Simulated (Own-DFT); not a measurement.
# How strain changes the stress of wurtzite AlN, 72 atoms (Al36N36)

All numbers below are calculated, not measured. The program, named Own-DFT, is a retired in-house plane-wave density functional code that no person has reviewed. Each row is one single-point run on a periodic cell that was not relaxed, without spin or spin-orbit coupling.

Settings of every run: PBE; PseudoDojo norm-conserving scalar-relativistic files; cutoff 42 hartree; 3 x 3 x 2 k mesh centred on Gamma; Fermi-Dirac smearing of 0.1 eV.

Known limits: forces on such cells moved up to 12 meV/angstrom on a denser k mesh; stress not checked against mesh or cutoff.

Unstrained cell vectors in Å: (9.336, 0.000, 0.000); (-4.668, 8.085, 0.000); (0.000, 0.000, 9.964). The unstrained cell has measured lattice constants (interpolated for alloys), not those of this functional. That, the random moves and any unrelaxed bonds set the pressure at no strain. Each run strains this cell uniformly, with the atoms carried along. Every atom was also moved at random, by a Gaussian of width 0.05 Å on each axis. Strain is the symmetric tensor, in per cent. Stress is positive in tension, and the pressure is minus a third of its trace.

| run | e_xx (%) | e_yy (%) | e_zz (%) | e_yz (%) | e_xz (%) | e_xy (%) | s_xx (GPa) | s_yy (GPa) | s_zz (GPa) | s_yz (GPa) | s_xz (GPa) | s_xy (GPa) | P (GPa) | E (meV/atom) |
|---|---|---|---|---|---|---|---|---|---|---|---|---|---|---|
| 1 | 1.19 | -0.49 | 1.73 | 0.18 | -1.30 | -0.90 | 0.38 | -5.03 | 2.53 | 0.19 | -3.33 | -2.83 | 0.71 | 7.5 |
| 2 | -1.37 | 1.74 | -1.48 | -0.70 | 0.73 | 1.85 | -11.58 | -0.10 | -14.16 | -1.79 | 1.80 | 6.99 | 8.61 | 42.8 |
| 3 | -1.96 | -0.91 | -1.02 | -0.78 | -1.86 | -1.93 | -18.78 | -14.81 | -12.47 | -1.89 | -4.89 | -8.82 | 15.35 | 69.5 |
| 4 | 0.83 | 0.44 | -1.05 | -1.34 | -1.61 | 1.92 | -2.89 | -5.25 | -8.37 | -4.01 | -3.99 | 6.19 | 5.50 | 28.0 |
| 5 | 1.18 | 1.52 | 0.86 | -1.84 | -0.21 | -1.30 | 2.79 | 2.94 | 0.37 | -4.12 | -0.58 | -3.87 | -2.03 | 0.0 |
| 6 | 1.58 | 1.44 | -0.23 | 1.09 | 1.68 | 1.05 | 2.29 | 2.67 | -6.66 | 2.58 | 2.86 | 3.93 | 0.57 | 33.6 |
| 7 | -1.47 | 0.95 | -0.20 | -0.64 | -0.49 | 0.07 | -11.62 | -4.54 | -6.03 | -1.70 | -1.61 | 0.12 | 7.40 | 27.5 |
| 8 | -1.39 | 0.59 | -0.32 | -1.01 | -1.92 | -1.10 | -10.85 | -6.06 | -7.94 | -3.02 | -5.55 | -4.69 | 8.28 | 29.1 |
| 9 | 0.33 | -1.04 | 1.36 | 1.31 | -1.41 | -1.22 | -5.83 | -10.22 | -0.19 | 3.44 | -3.93 | -4.38 | 5.41 | 41.9 |
| 10 | -0.99 | -1.54 | -1.79 | -1.21 | -0.29 | -1.49 | -14.08 | -15.19 | -16.82 | -2.88 | -1.67 | -6.34 | 15.36 | 49.0 |
| 11 | -0.37 | 1.50 | -0.54 | -0.59 | 1.89 | 1.40 | -7.10 | -0.87 | -6.26 | -1.86 | 4.36 | 4.63 | 4.74 | 27.3 |
| 12 | 1.68 | 1.98 | -0.76 | -1.42 | -0.08 | 0.75 | 4.43 | 3.06 | -8.27 | -3.24 | -0.13 | 2.86 | 0.26 | 30.8 |
| 13 | -0.64 | 1.34 | -1.75 | 1.95 | 1.95 | -0.68 | -9.48 | -1.83 | -11.72 | 4.91 | 4.48 | -3.56 | 7.68 | 35.8 |
| 14 | 0.98 | -0.51 | 0.39 | -0.51 | 1.65 | 1.11 | -0.35 | -8.16 | -3.20 | -1.67 | 3.89 | 3.71 | 3.91 | 15.1 |
| 15 | 1.23 | 0.44 | -1.04 | -1.23 | 0.50 | -1.74 | -0.21 | -3.31 | -11.36 | -3.25 | 1.98 | -6.49 | 4.96 | 36.9 |
| 16 | -0.53 | -0.04 | 1.83 | -1.42 | -0.44 | -1.93 | -5.82 | -4.53 | 0.07 | -2.41 | -0.59 | -7.12 | 3.42 | 24.3 |
| 17 | 1.55 | -0.35 | 0.47 | 0.37 | 0.99 | -0.74 | -0.05 | -6.28 | -1.99 | 0.83 | 2.55 | -3.03 | 2.77 | 27.8 |
| 18 | 1.38 | -1.08 | 1.60 | 0.03 | -0.02 | 0.10 | ? | ? | ? | ? | ? | ? | ? | ? |

E is the free energy for each atom above the lowest run shown.

## Worked fit

Each stress component was fitted by least squares to a constant and the strains of the runs shown, as fractions, with shears doubled. Shear strains stay in the fit of a normal stress only where such slopes are resolved. The slopes, in GPa:

```
stress  at no strain  per e_xx  per e_yy  per e_zz  scatter
  s_xx          -6.1  464 ± 21  148 ± 23  107 ± 23     0.96
  s_yy          -6.4  111 ± 20  468 ± 22   90 ± 22     0.90
  s_zz          -6.0   60 ± 31   66 ± 34  456 ± 34     1.41
```

Each shear stress against twice its own strain: yz 120 ± 5, xz 127 ± 6, xy 183 ± 5 GPa. These are stiffnesses along x, y and z of the frame in which the cell vectors are given, which need not be the crystal's axes. The atoms are held to the strained lattice; where symmetry lets them move under strain, relaxing them would lower some slopes. The table should be nearly symmetric about its diagonal, and what it lacks of that shows the noise. A ninth of its sum, 219 ± 5 GPa, estimates the bulk modulus near the mean pressure of these runs, 5.5 GPa, so it lies above the value at zero pressure.

## Withheld run

Question: what normal stresses and pressure should run 18 give?

The fit gives s_xx = 0.4, s_yy = -8.5, s_zz = 1.4 and P = 2.2 GPa. The calculation gave 1.20, -9.10, 1.23 and P = 2.22 GPa.
